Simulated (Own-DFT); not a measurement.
Simulation results for Si12O23 (quartz with two neutral oxygen vacancies, atoms displaced)

Computed with Own-DFT development build. A calculation, not a measurement: plane-wave PBE and HSE06 DFT by an unreviewed code, no spin, of a simulated cell at Gamma alone, so results move with cell size and shape, stress positive in tension, energies less offsets, not probed for a lower state with spin; oxygen file: force components 24 meV/angstrom off all-electron in a glass; k mesh not checked against a denser one; forces and stress are PBE's, HSE06 gives the energy alone, and its difference from PBE has offsets of its own; offsets are fitted by least squares, one for each functional and potential file, so energies compare only between cells with the same atoms and settings and are not formation energies; the far tail of each file's local potential was reset to the Coulomb form; each entry is a single point on an unrelaxed cell, so the pressure reflects the starting lattice, mostly measured values (interpolated for alloys), from which strain is counted, and rises with the displacements; printed positions are rounded, which can move forces by about a meV/angstrom; the program, named Own-DFT, is a retired in-house code; no spin-orbit coupling.

Settings shared by all entries: first functional PBE; second functional HSE06; exact exchange share 0.25; screening 0.11 1/bohr; exchange divergence Gygi-Baldereschi; potential files PseudoDojo norm-conserving, scalar-relativistic, made for PBE, standard set; wave cutoff 48 hartree; occupations fixed; k mesh 1 x 1 x 1 centred on Gamma.

(1) Si12O23 (quartz with two neutral oxygen vacancies, atoms displaced)

```
CELL_PARAMETERS angstrom
9.82680 0.00000 0.00000
-4.91340 8.51030 0.00000
0.00000 0.00000 10.81040
ATOMIC_POSITIONS crystal
Si 0.24300 0.00170 0.00413
Si 0.99980 0.23826 0.33783
Si 0.26222 0.26664 0.16547
O 0.21318 0.13390 0.05872
O 0.42866 0.29348 0.22814
O 0.37062 0.07445 0.39721
O 0.07387 0.36283 0.43958
O 0.13284 0.21183 0.27301
O 0.29964 0.43335 0.10354
Si 0.23848 0.00517 0.50208
Si 0.99889 0.23649 0.83081
Si 0.26631 0.26242 0.66650
O 0.20917 0.13119 0.56106
O 0.42847 0.29679 0.72755
O 0.36820 0.07406 0.89509
O 0.07214 0.36482 0.94130
O 0.13139 0.20892 0.77802
O 0.29182 0.42192 0.60898
Si 0.23286 0.49599 0.99957
Si 0.00019 0.73247 0.33257
Si 0.26924 0.77053 0.16436
O 0.21308 0.64039 0.05756
O 0.42392 0.79330 0.22674
O 0.36694 0.57389 0.39455
O 0.07921 0.86709 0.43639
O 0.13707 0.70597 0.27356
O 0.29174 0.92269 0.10719
Si 0.23001 0.49972 0.49727
Si 0.00686 0.73923 0.83083
Si 0.26802 0.76178 0.66817
O 0.20254 0.63192 0.56062
O 0.42742 0.79438 0.72715
O 0.36476 0.57057 0.89177
O 0.07193 0.85984 0.93869
O 0.13729 0.70605 0.77504
O 0.29363 0.92593 0.60935
Si 0.72785 0.99697 0.00663
Si 0.50603 0.23696 0.33218
Si 0.76590 0.27211 0.16874
O 0.70529 0.13605 0.06226
O 0.93008 0.29866 0.22674
O 0.86842 0.06892 0.39096
O 0.57367 0.36330 0.44065
O 0.63055 0.20774 0.27044
O 0.79425 0.42598 0.10279
Si 0.73635 0.00662 0.50055
Si 0.49855 0.23918 0.83437
Si 0.76684 0.26865 0.66685
O 0.92562 0.29608 0.72526
O 0.86395 0.07423 0.88928
O 0.57097 0.37217 0.93742
O 0.63348 0.20429 0.77641
Si 0.73874 0.49619 0.00214
Si 0.48979 0.73114 0.33904
Si 0.76569 0.76800 0.16147
O 0.70419 0.63676 0.05820
O 0.93382 0.79732 0.22337
O 0.86691 0.57065 0.39124
O 0.57666 0.86492 0.44033
O 0.63093 0.70016 0.27544
O 0.78965 0.92716 0.10779
Si 0.73242 0.49896 0.49856
Si 0.50016 0.74299 0.83520
Si 0.76481 0.75904 0.66818
O 0.71698 0.63744 0.56170
O 0.92651 0.79398 0.72647
O 0.86138 0.56932 0.88979
O 0.57365 0.86787 0.93977
O 0.63341 0.71099 0.77478
O 0.78973 0.92310 0.60721
```

* PBE energy of cell above offsets: -21.261 eV
* HSE06 less PBE above offsets: -0.000 eV
* PBE pressure: 7.21 GPa
* PBE stress xx: -6.63 GPa
* PBE stress yy: -7.29 GPa
* PBE stress zz: -7.72 GPa
* PBE stress yz: -1.49 GPa
* PBE stress xz: -1.48 GPa
* PBE stress xy: 0.29 GPa

Force:
```csv
element,x (eV/Å),y (eV/Å),z (eV/Å)
Si,-2.322,-1.509,-2.295
Si,-0.458,-2.696,-2.986
Si,1.591,0.576,0.315
O,-1.06,0.819,0.663
O,-1.333,0.157,-0.924
O,0.802,0.71,-0.92
O,-0.677,1.712,2.047
O,0.342,-0.192,-0.079
O,1.035,-1.44,1.682
Si,1.446,-3.343,-1.029
Si,-1.051,-0.544,1.388
Si,-1.54,-0.022,1.55
O,-1.753,1.42,0.757
O,-0.102,0.123,-0.617
O,0.537,0.112,-0.602
O,-0.777,-0.232,0.096
O,2.758,-0.212,-1.858
O,-1.343,1.753,-1.841
Si,-0.689,2.419,-0.85
Si,0.474,1.164,-0.724
Si,-0.191,-3.588,1.465
O,0.106,-1.142,-0.791
O,1.663,0.384,0.929
O,-1.225,-2.944,1.21
O,-0.188,0.473,0.779
O,-0.165,-0.28,0.034
O,-0.12,2.665,-0.133
Si,1.892,-0.278,2.418
Si,-1.576,-2.577,0.025
Si,-1.762,1.274,-0.711
O,0.056,-0.565,-0.594
O,0.409,0.717,-0.511
O,0.283,1.077,-0.645
O,1.143,3.02,2.566
O,0.355,-0.535,-0.064
O,0.098,-0.07,0.09
Si,1.116,2.735,-2.99
Si,-3.274,-1.139,1.11
Si,2.074,-2.072,-0.144
O,-0.31,0.121,0.235
O,-0.524,0.13,0.18
O,0.14,0.444,-0.358
O,-0.722,0.471,0.383
O,2.173,-0.493,-0.369
O,1.267,0.266,1.962
Si,-0.484,0.953,2.212
Si,1.584,-0.947,-0.035
Si,-2.074,-0.501,-3.402
O,1.298,0.984,0.202
O,-1.178,-1.087,1.685
O,0.349,0.479,1.207
O,-0.512,0.141,0.143
Si,-3.877,2.917,-2.955
Si,3.665,2.818,-3.41
Si,0.504,-1.592,3.654
O,1.227,-1.921,-1.335
O,-1.08,-0.209,-0.572
O,-0.196,-0.766,0.19
O,-0.893,0.262,0.447
O,-0.668,0.719,-0.321
O,0.483,0.884,0.611
Si,2.41,-1.119,1.667
Si,1.389,-3.605,-0.46
Si,-2.007,3.084,1.083
O,-0.491,-1.914,-1.739
O,1.482,0.242,0.357
O,1.047,1.042,-0.774
O,-0.931,0.76,1.439
O,-0.045,-0.401,0.173
O,0.401,-0.091,0.081
```

(2) Si12O23 (quartz with two neutral oxygen vacancies, atoms displaced)

```
CELL_PARAMETERS angstrom
9.82680 0.00000 0.00000
-4.91340 8.51030 0.00000
0.00000 0.00000 10.81040
ATOMIC_POSITIONS crystal
Si 0.23972 0.00441 0.99849
Si 0.00093 0.23859 0.33350
Si 0.26440 0.26556 0.17019
O 0.21054 0.13190 0.06299
O 0.42835 0.29046 0.22791
O 0.36851 0.07195 0.39138
O 0.07240 0.36813 0.43649
O 0.13347 0.19788 0.27280
O 0.29281 0.42425 0.10752
Si 0.23193 0.99999 0.50591
Si 0.99819 0.23253 0.83809
Si 0.26200 0.26361 0.66375
O 0.21011 0.13614 0.56019
O 0.43052 0.29421 0.72554
O 0.37239 0.07388 0.89626
O 0.07008 0.36281 0.94027
O 0.12838 0.20299 0.77410
O 0.29149 0.42544 0.60654
Si 0.23618 0.49994 0.99815
Si 0.99880 0.73673 0.33327
Si 0.26505 0.76337 0.16596
O 0.20629 0.63436 0.06112
O 0.42367 0.79716 0.22551
O 0.37064 0.57415 0.39138
O 0.07559 0.86583 0.44009
O 0.13616 0.70322 0.27844
O 0.29661 0.92652 0.10937
Si 0.23099 0.50142 0.49962
Si 0.99612 0.73310 0.83280
Si 0.26233 0.76071 0.66499
O 0.20803 0.63232 0.56429
O 0.42747 0.80008 0.72444
O 0.36008 0.57131 0.89444
O 0.07356 0.87178 0.94265
O 0.12673 0.69983 0.77146
O 0.29178 0.92744 0.60629
Si 0.72836 0.99626 0.99797
Si 0.49406 0.23406 0.33298
Si 0.76934 0.26415 0.17448
O 0.70992 0.13779 0.05835
O 0.92840 0.29798 0.22697
O 0.86629 0.07398 0.39170
O 0.56744 0.36217 0.44303
O 0.63614 0.20814 0.27116
O 0.79318 0.42557 0.10561
Si 0.73401 0.00065 0.50039
Si 0.50079 0.23514 0.83442
Si 0.77172 0.26845 0.66592
O 0.70957 0.13783 0.55991
O 0.92622 0.29273 0.73022
O 0.57367 0.36415 0.94133
O 0.63565 0.21176 0.77518
O 0.79038 0.42134 0.61033
Si 0.73191 0.49708 0.00208
Si 0.49475 0.73336 0.33532
Si 0.76245 0.76132 0.16924
O 0.70169 0.63093 0.06243
O 0.93100 0.79506 0.22266
O 0.86660 0.57251 0.39253
O 0.57204 0.86983 0.44353
O 0.62866 0.70183 0.27532
O 0.79369 0.92620 0.10263
Si 0.73468 0.50053 0.49894
Si 0.49875 0.73283 0.83492
Si 0.76533 0.76319 0.66453
O 0.70259 0.62932 0.55756
O 0.92499 0.79524 0.72617
O 0.86452 0.57531 0.89367
O 0.63495 0.70504 0.77065
O 0.79391 0.92389 0.60663
```

* PBE energy of cell above offsets: -22.116 eV
* HSE06 less PBE above offsets: 0.072 eV
* PBE pressure: 6.48 GPa
* PBE stress xx: -5.83 GPa
* PBE stress yy: -7.18 GPa
* PBE stress zz: -6.43 GPa
* PBE stress yz: -0.86 GPa
* PBE stress xz: -0.58 GPa
* PBE stress xy: 0.33 GPa

Force:
```csv
element,x (eV/Å),y (eV/Å),z (eV/Å)
Si,0.277,-1.792,1.567
Si,1.159,-2.178,-1.402
Si,1.637,-0.692,-1.457
O,-0.811,1.163,0.345
O,-2.048,1.268,-2.146
O,-1.354,-1.61,1.631
O,-0.067,1.166,1.23
O,-2.444,0.152,1.915
O,-0.385,0.994,-0.347
Si,1.527,0.142,-3.409
Si,-1.855,-3.545,0.438
Si,1.03,0.812,3.123
O,-1.018,-0.457,-0.95
O,-1.73,-0.06,-0.704
O,0.326,-0.333,-0.755
O,0.502,2.367,1.98
O,1.533,-0.01,-0.933
O,-0.668,0.979,-0.754
Si,-2.371,-1.393,2.567
Si,1.726,-0.516,-0.713
Si,-2.094,0.474,0.718
O,0.391,-1.602,-1.394
O,3.072,-0.083,1.659
O,-1.848,-2.633,1.928
O,-0.758,0.271,0.564
O,-0.818,0.036,0.083
O,-0.781,0.94,-1.037
Si,2.263,-0.567,-0.508
Si,0.443,1.604,0.955
Si,-1.007,2.615,2.202
O,-0.622,-1.219,-1.921
O,1.221,-0.527,1.023
O,1.916,0.87,-2.325
O,-0.139,-1.192,-1.31
O,0.355,0.144,-0.196
O,1.027,-1.167,1.513
Si,0.448,0.456,-3.169
Si,3.386,-0.491,1.168
Si,-2.458,0.617,-4.484
O,-0.209,-0.193,0.553
O,2.972,0.614,1.039
O,0.069,0.025,-0.008
O,0.439,0.819,0.281
O,-2.377,-0.661,2.525
O,0.806,-0.429,1.087
Si,0.659,0.533,0.595
Si,0.347,0.252,-0.681
Si,-1.405,-2.159,2.136
O,0.264,-0.869,-0.692
O,0.975,0.564,-0.269
O,-0.868,0.211,0.381
O,1.366,-0.344,-0.746
O,-1.335,3.474,-2.209
Si,0.407,0.622,-0.088
Si,0.77,2.992,-1.37
Si,-0.217,1.103,-0.677
O,-0.065,-0.5,-0.416
O,-0.512,0.053,0.042
O,-0.002,-0.2,-0.078
O,-0.743,-1.327,-0.988
O,0.045,0.334,0.163
O,0.491,-0.911,1.197
Si,0.387,-2.121,0.486
Si,0.822,2.715,0.327
Si,-0.487,-0.444,-0.25
O,-0.459,0.872,0.39
O,1.141,0.206,0.114
O,-0.353,-0.782,0.356
O,-1.363,-0.699,0.948
O,-0.531,1.247,-0.842
```

(3) Si12O23 (quartz with two neutral oxygen vacancies, atoms displaced)

```
CELL_PARAMETERS angstrom
9.82680 0.00000 0.00000
-4.91340 8.51030 0.00000
0.00000 0.00000 10.81040
ATOMIC_POSITIONS crystal
Si 0.23679 0.00061 0.00011
Si 0.00080 0.23289 0.32933
Si 0.26212 0.26702 0.16711
O 0.20566 0.13836 0.06023
O 0.42722 0.29485 0.22520
O 0.36578 0.07445 0.39387
O 0.07870 0.36784 0.44093
O 0.13746 0.20583 0.27479
O 0.29496 0.42400 0.10699
Si 0.23694 0.99928 0.50121
Si 0.00412 0.23709 0.82863
Si 0.26968 0.27095 0.66461
O 0.20550 0.12662 0.55546
O 0.42028 0.28328 0.72166
O 0.36973 0.07459 0.88981
O 0.07195 0.36573 0.94260
O 0.12942 0.20070 0.77702
O 0.29397 0.42841 0.60677
Si 0.23746 0.50180 0.00146
Si 0.99639 0.73352 0.33780
Si 0.26923 0.76588 0.16380
O 0.42976 0.79748 0.22990
O 0.36526 0.56950 0.39001
O 0.07225 0.86905 0.43994
O 0.13805 0.70597 0.27479
Si 0.23162 0.49704 0.50019
Si 0.00327 0.73255 0.83528
Si 0.25971 0.76326 0.66610
O 0.20847 0.63122 0.56006
O 0.41917 0.79270 0.72825
O 0.36514 0.57004 0.89616
O 0.07074 0.86449 0.94558
O 0.13606 0.70231 0.77636
O 0.29379 0.93066 0.60570
Si 0.73472 0.99296 0.99612
Si 0.50278 0.23347 0.33088
Si 0.76471 0.26916 0.16415
O 0.70759 0.13618 0.05942
O 0.92239 0.29017 0.22930
O 0.86308 0.07833 0.39021
O 0.57652 0.36811 0.44223
O 0.63432 0.20884 0.27473
O 0.79081 0.42605 0.10714
Si 0.73655 0.00568 0.50008
Si 0.50138 0.24140 0.83246
Si 0.76732 0.26870 0.66081
O 0.70802 0.13944 0.56040
O 0.92371 0.29481 0.72713
O 0.86614 0.07183 0.89380
O 0.57502 0.36520 0.94216
O 0.63373 0.20125 0.77570
O 0.79479 0.42711 0.60634
Si 0.72977 0.49296 0.00240
Si 0.49956 0.73524 0.32965
Si 0.76639 0.76352 0.16821
O 0.70425 0.63330 0.06446
O 0.92124 0.78692 0.22521
O 0.86271 0.57362 0.39036
O 0.57136 0.86781 0.44125
O 0.63574 0.71220 0.27289
O 0.78716 0.92538 0.10587
Si 0.73064 0.49943 0.50330
Si 0.49887 0.73563 0.83552
Si 0.76332 0.76209 0.66348
O 0.71044 0.63773 0.56267
O 0.92693 0.79486 0.72188
O 0.86689 0.56627 0.89382
O 0.56635 0.85938 0.93854
O 0.63745 0.70248 0.76894
O 0.78975 0.92526 0.60735
```

* PBE energy of cell above offsets: -21.167 eV
* HSE06 less PBE above offsets: 0.052 eV
* PBE pressure: 7.02 GPa
* PBE stress xx: -7.45 GPa
* PBE stress yy: -6.62 GPa
* PBE stress zz: -6.99 GPa
* PBE stress yz: -0.27 GPa
* PBE stress xz: -1.5 GPa
* PBE stress xy: -1.01 GPa

Force:
```csv
element,x (eV/Å),y (eV/Å),z (eV/Å)
Si,1.07,-0.292,1.671
Si,0.181,1.252,1.303
Si,2.367,-0.694,0.395
O,0.564,-1.805,-1.349
O,0.509,-0.062,0.293
O,0.861,0.144,-0.87
O,-1.828,-2.713,-1.63
O,-1.197,-0.639,1.107
O,-0.415,1.881,-0.451
Si,-0.485,-0.513,-2.092
Si,-2.833,-0.343,2.463
Si,-2.3,-3.836,-0.7
O,-2.197,3.81,2.488
O,1.766,1.23,0.674
O,-0.708,-0.473,0.661
O,-0.085,-0.158,-0.429
O,3.246,0.472,-2.431
O,0.352,0.444,0.495
Si,-2.392,1.09,2.419
Si,1.76,0.968,-2.124
Si,-1.163,-0.484,-2.729
O,-0.863,1.126,-1.567
O,0,0.168,0.237
O,-0.14,-0.242,0.142
O,-1.408,0.116,0.605
Si,1.954,2.031,-1.019
Si,-2.233,0.228,-0.594
Si,0.754,0.913,-0.886
O,-1.114,0.739,0.241
O,1.785,-0.015,0.753
O,1.472,0.803,-1.902
O,-0.313,-0.498,-0.804
O,-0.919,-0.283,0.554
O,1.583,-1.98,2.033
Si,-2.411,2.101,0.582
Si,-2.645,0.857,1.278
Si,1.2,-2.458,0.996
O,0.478,-1.425,-1.025
O,-0.111,0.887,-0.885
O,0.313,-0.881,0.335
O,-1.255,-1.647,-0.985
O,1.768,-0.317,-0.846
O,0.326,1.162,0.603
Si,-0.372,-1.69,0.01
Si,2.002,-2.144,-0.684
Si,-0.764,-0.845,4.048
O,0.094,-1.779,-2.032
O,1.17,0.377,-0.1
O,0.802,0.782,-1.373
O,-1.795,-0.819,-0.508
O,-0.513,1.1,-0.723
O,-0.56,2.004,-0.432
Si,0.457,4.014,-0.414
Si,0.517,-0.317,3.015
Si,-1.9,1.082,-0.83
O,0.573,-2.092,-1.966
O,2.523,0.728,1.203
O,-0.697,-1.636,1.391
O,0.15,0.05,-0.109
O,0.203,-0.601,0.566
O,1.367,-0.983,1.362
Si,1.396,1.234,-0.956
Si,0.709,-2.441,-3.645
Si,0.586,3.277,1.737
O,0.023,-2.97,-3.131
O,2.332,-0.398,1.735
O,-0.336,0.289,0.232
O,0.578,2.567,2.339
O,-3.575,-0.485,2.775
O,-0.264,1.038,-0.515
```

(4) Si12O23 (quartz with two neutral oxygen vacancies, atoms displaced)

```
CELL_PARAMETERS angstrom
9.82680 0.00000 0.00000
-4.91340 8.51030 0.00000
0.00000 0.00000 10.81040
ATOMIC_POSITIONS crystal
Si 0.23784 0.00016 0.00006
Si 0.00011 0.23340 0.34006
Si 0.26708 0.26838 0.16760
O 0.20615 0.13754 0.06014
O 0.42656 0.29380 0.22792
O 0.36539 0.07606 0.39330
O 0.06751 0.36238 0.44181
O 0.13453 0.20774 0.27481
O 0.29749 0.43261 0.10925
Si 0.23819 0.00637 0.49563
Si 0.00180 0.23461 0.83668
Si 0.26299 0.26475 0.66379
O 0.20249 0.13244 0.55937
O 0.42666 0.28961 0.72745
O 0.36376 0.07243 0.88902
O 0.07008 0.36297 0.93769
O 0.13734 0.20734 0.77124
O 0.29132 0.41872 0.60551
Si 0.23686 0.50447 0.00581
Si 0.00692 0.74091 0.33165
Si 0.27164 0.76895 0.16523
O 0.21335 0.63387 0.06012
O 0.42883 0.79549 0.22912
O 0.36185 0.57053 0.38710
O 0.07620 0.86748 0.44119
O 0.12840 0.70176 0.27190
O 0.29221 0.91671 0.10777
Si 0.22641 0.49317 0.50202
Si 0.99870 0.73291 0.83139
Si 0.26503 0.77096 0.65937
O 0.20544 0.63578 0.55883
O 0.41986 0.78799 0.72663
O 0.36602 0.57649 0.89801
O 0.07675 0.86822 0.93764
O 0.13557 0.71027 0.77194
O 0.28915 0.92390 0.60467
Si 0.73252 0.00173 0.99553
Si 0.49781 0.23608 0.33058
Si 0.76993 0.26717 0.16569
O 0.70735 0.12819 0.05935
O 0.92576 0.29276 0.22530
O 0.57333 0.36483 0.43799
O 0.63352 0.20379 0.28234
O 0.79451 0.43248 0.10840
Si 0.72896 0.99924 0.50251
Si 0.50090 0.23474 0.83362
Si 0.76410 0.26241 0.66812
O 0.69787 0.13374 0.55827
O 0.92995 0.29665 0.72560
O 0.87026 0.07707 0.88886
O 0.58103 0.36710 0.93997
O 0.62922 0.20114 0.76990
O 0.78981 0.42444 0.60679
Si 0.73046 0.49821 0.99794
Si 0.48977 0.73143 0.33409
Si 0.76797 0.76614 0.16800
O 0.70873 0.63114 0.05692
O 0.92703 0.79519 0.23143
O 0.85864 0.56093 0.39476
O 0.62780 0.70297 0.27483
O 0.78683 0.92063 0.11099
Si 0.73166 0.49948 0.49866
Si 0.49930 0.73686 0.83493
Si 0.76903 0.76742 0.66460
O 0.70969 0.63525 0.55793
O 0.93105 0.79182 0.73037
O 0.86238 0.56759 0.89134
O 0.57487 0.86099 0.94631
O 0.63224 0.70687 0.77248
O 0.79390 0.93293 0.60942
```

* PBE energy of cell above offsets: -20.488 eV
* HSE06 less PBE above offsets: 0.004 eV
* PBE pressure: 7.74 GPa
* PBE stress xx: -6.91 GPa
* PBE stress yy: -9.35 GPa
* PBE stress zz: -6.96 GPa
* PBE stress yz: -0.5 GPa
* PBE stress xz: -1.13 GPa
* PBE stress xy: 1.9 GPa

Force:
```csv
element,x (eV/Å),y (eV/Å),z (eV/Å)
Si,-0.903,0.12,0.272
Si,-2.332,-4.052,-1.413
Si,-0.731,0.05,0.005
O,1.003,-1.275,-0.692
O,-0.584,0.664,-1.419
O,0.969,0.096,-1.452
O,-0.258,1.963,1.766
O,0.293,-0.009,0.14
O,0.57,-0.548,0.794
Si,-0.816,-1.24,2.204
Si,0.921,1.034,-3.764
Si,2.449,-1.989,2.007
O,-0.01,-0.435,-0.7
O,-1.078,0.538,-1.067
O,0.315,-0.441,0.82
O,1.061,3.131,3.043
O,-1.443,-0.468,1.415
O,-1.445,3.605,-1.866
Si,0.642,-3.474,-3.063
Si,-1.768,-3.359,2.283
Si,-0.307,-4.587,2.478
O,-2.417,2.447,1.526
O,-1.08,1.138,-1.525
O,-1.64,-2.801,2.178
O,-0.47,-0.142,-0.048
O,2.433,0.184,-1.312
O,-2.213,5.218,-2.671
Si,1.19,2.009,-0.259
Si,1.843,-1.343,2.428
Si,0.681,-2.728,3.441
O,0.53,-1.705,-1.41
O,0.682,0.62,0.018
O,0.503,-0.172,-0.608
O,-0.235,-0.103,0.641
O,0.463,-0.244,-0.27
O,-1.029,3.599,-1.752
Si,3.749,-1.148,1.129
Si,1.983,0.082,1.36
Si,-2.711,-0.381,0.67
O,-1.825,2.448,1.211
O,2.23,0.256,1.041
O,-1.244,-0.079,0.495
O,1.36,0.235,-2.253
O,0.583,-1.245,0.493
Si,0.048,-0.187,-3.988
Si,0.249,0.116,-0.471
Si,0.125,1.341,-0.783
O,-0.146,-0.369,0.039
O,0.295,-0.342,0.202
O,-1.45,-3.215,1.642
O,-2.515,-3.039,-1.325
O,-0.167,-0.508,1.202
O,-0.028,0.06,0.429
Si,3.129,1.628,1.123
Si,4.283,2.58,2.016
Si,-1.409,-2.319,0.317
O,-1.352,2.134,1.526
O,-0.185,0.591,-0.792
O,2.373,3.612,-2.774
O,0.53,0.024,-0.421
O,-0.927,2.54,-2.033
Si,0.66,-1.28,1.032
Si,-0.014,-0.865,-0.876
Si,-0.19,-0.124,1.039
O,-0.879,0.994,0.5
O,-3.342,1.197,-3.136
O,0.772,0.843,-0.696
O,-1.211,-0.438,-0.77
O,0.435,0.193,-0.315
O,0.999,-0.639,1.004
```
